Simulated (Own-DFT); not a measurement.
# Response to strain: diamond germanium, 64 atoms (Ge64)

The numbers are computed, not measured, by runs of the plane-wave DFT program Own-DFT (in-house, retired, unreviewed) at fixed positions, with no spin and no spin-orbit coupling.

All runs used: PBE; PseudoDojo norm-conserving scalar-relativistic files; cutoff 42 hartree; 3 x 3 x 3 k mesh centred on Gamma; Fermi-Dirac smearing of 0.1 eV.

Known weak points: forces on such cells moved up to 12 meV/angstrom on a denser k mesh; stress not checked against mesh or cutoff.

Unstrained cell vectors in Å: (11.316, 0.000, 0.000); (0.000, 11.316, 0.000); (0.000, 0.000, 11.316). The unstrained cell has measured lattice constants (interpolated for alloys), not those of this functional. That, the random moves and any unrelaxed bonds set the pressure at no strain. In each run the cell takes a homogeneous strain; fractional positions stay. All atoms carry random offsets, Gaussian with a width of 0.08 Å per axis. Stress is counted positive in tension, P = -(s_xx + s_yy + s_zz)/3, and strain components are those of the symmetric tensor.

| run | e_xx (%) | e_yy (%) | e_zz (%) | e_yz (%) | e_xz (%) | e_xy (%) | s_xx (GPa) | s_yy (GPa) | s_zz (GPa) | s_yz (GPa) | s_xz (GPa) | s_xy (GPa) | P (GPa) | E (meV/atom) |
|---|---|---|---|---|---|---|---|---|---|---|---|---|---|---|
| 1 | -0.46 | -4.94 | -1.13 | 2.05 | -0.66 | 0.61 | -10.11 | -13.04 | -11.21 | 3.05 | -1.59 | 1.54 | 11.46 | 82.1 |
| 2 | -0.14 | -0.77 | 0.96 | -4.11 | 2.54 | -4.18 | -8.31 | -8.74 | -7.47 | -7.28 | 3.77 | -6.81 | 8.17 | 137.8 |
| 3 | 3.78 | -1.49 | 1.76 | 3.68 | -3.42 | -4.56 | -3.25 | -5.97 | -4.14 | 4.89 | -4.39 | -5.96 | 4.45 | 79.6 |
| 4 | -3.00 | 1.56 | 4.67 | -0.40 | 1.37 | 4.08 | -5.50 | -3.74 | -1.15 | -0.75 | 1.85 | 5.78 | 3.46 | 16.1 |
| 5 | -4.39 | -1.69 | -3.04 | 3.41 | 3.11 | -4.07 | -17.12 | -16.22 | -16.40 | 9.85 | 7.70 | -11.25 | 16.58 | 233.2 |
| 6 | 2.64 | -4.38 | -2.23 | 3.98 | -2.64 | 3.61 | -8.58 | -12.45 | -11.48 | 8.49 | -5.25 | 8.78 | 10.84 | 159.5 |
| 7 | 2.85 | 1.89 | 2.20 | -0.53 | -2.10 | 1.89 | -1.05 | -1.23 | -1.29 | -0.33 | -3.28 | 2.63 | 1.19 | 0.0 |
| 8 | 4.77 | -3.05 | -2.10 | 4.72 | 2.59 | -0.24 | -4.00 | -9.27 | -9.08 | 10.68 | 4.39 | -2.48 | 7.45 | 107.3 |
| 9 | 0.86 | -2.27 | 3.14 | -4.65 | -4.73 | 1.03 | -5.71 | -7.01 | -4.67 | -7.30 | -7.80 | -0.19 | 5.80 | 80.0 |
| 10 | -3.78 | 4.72 | 0.83 | 4.29 | -1.14 | -4.93 | -7.40 | -3.12 | -5.46 | 5.10 | -1.79 | -6.98 | 5.33 | 65.5 |
| 11 | 2.50 | 4.65 | -0.50 | -1.32 | -1.29 | 4.07 | -1.73 | -0.31 | -2.73 | -1.60 | -2.14 | 4.84 | 1.59 | 16.0 |
| 12 | -4.98 | 0.51 | 2.50 | 1.45 | -4.15 | -4.42 | -10.66 | -8.13 | -6.75 | 1.22 | -6.87 | -7.31 | 8.51 | 110.9 |
| 13 | -0.83 | 0.29 | 0.69 | -3.75 | 3.98 | 4.41 | -8.32 | -7.68 | -7.35 | -7.53 | 9.13 | 8.67 | 7.78 | 142.5 |
| 14 | -4.40 | 2.70 | 2.63 | 0.09 | -3.03 | 4.84 | -8.45 | -5.01 | -4.92 | 1.03 | -5.94 | 8.61 | 6.13 | 78.4 |
| 15 | -1.95 | -0.81 | -4.20 | 2.93 | -4.69 | -4.11 | -15.61 | -14.21 | -16.14 | 3.86 | -9.82 | -8.45 | 15.32 | 271.1 |
| 16 | -1.76 | 2.58 | -2.42 | -0.94 | -4.51 | -2.61 | -8.80 | -5.84 | -8.98 | -2.61 | -7.77 | -5.11 | 7.87 | 87.6 |
| 17 | -1.98 | -4.24 | -1.39 | 4.73 | -1.36 | -4.61 | -14.87 | -16.33 | -14.55 | 12.24 | 0.25 | -8.67 | 15.25 | 236.3 |
| 18 | -1.40 | -1.25 | 2.59 | 1.06 | 3.92 | -2.41 | ? | ? | ? | ? | ? | ? | ? | ? |

E is the free energy for each atom above the lowest run shown.

## Analysis

Least squares on the runs shown: each stress against a constant and the strains, taken as fractions with shears doubled. Shear strains stay in the fit of a normal stress only where such slopes are resolved. The slopes, in GPa:

```
stress,at no strain,per e_xx,per e_yy,per e_zz,scatter
s_xx,-7.4,123 ± 9,67 ± 10,86 ± 12,1.11
s_yy,-7.4,73 ± 8,128 ± 9,81 ± 10,0.93
s_zz,-7.4,68 ± 7,74 ± 7,138 ± 9,0.80
```

The slope of each shear stress on twice its own strain, from a fit on all six strains: yz 92 ± 9, xz 94 ± 6, xy 87 ± 8 GPa. These are stiffnesses along x, y and z of the frame in which the cell vectors are given, which need not be the crystal's axes. No internal relaxation is included, and where it is allowed it would reduce some of the slopes. The table should be nearly symmetric about its diagonal, and what it lacks of that shows the noise. A ninth of the table's sum, 93 ± 5 GPa, estimates the bulk modulus near the mean pressure of these runs, 8.1 GPa, so it lies above the value at zero pressure.

## Check

Question: what normal stresses and pressure should run 18 give?

From the fit: s_xx = -7.7, s_yy = -8.0, s_zz = -5.7 and P = 7.1 GPa. The calculation gave -7.23, -7.03, -4.54 and P = 6.26 GPa.
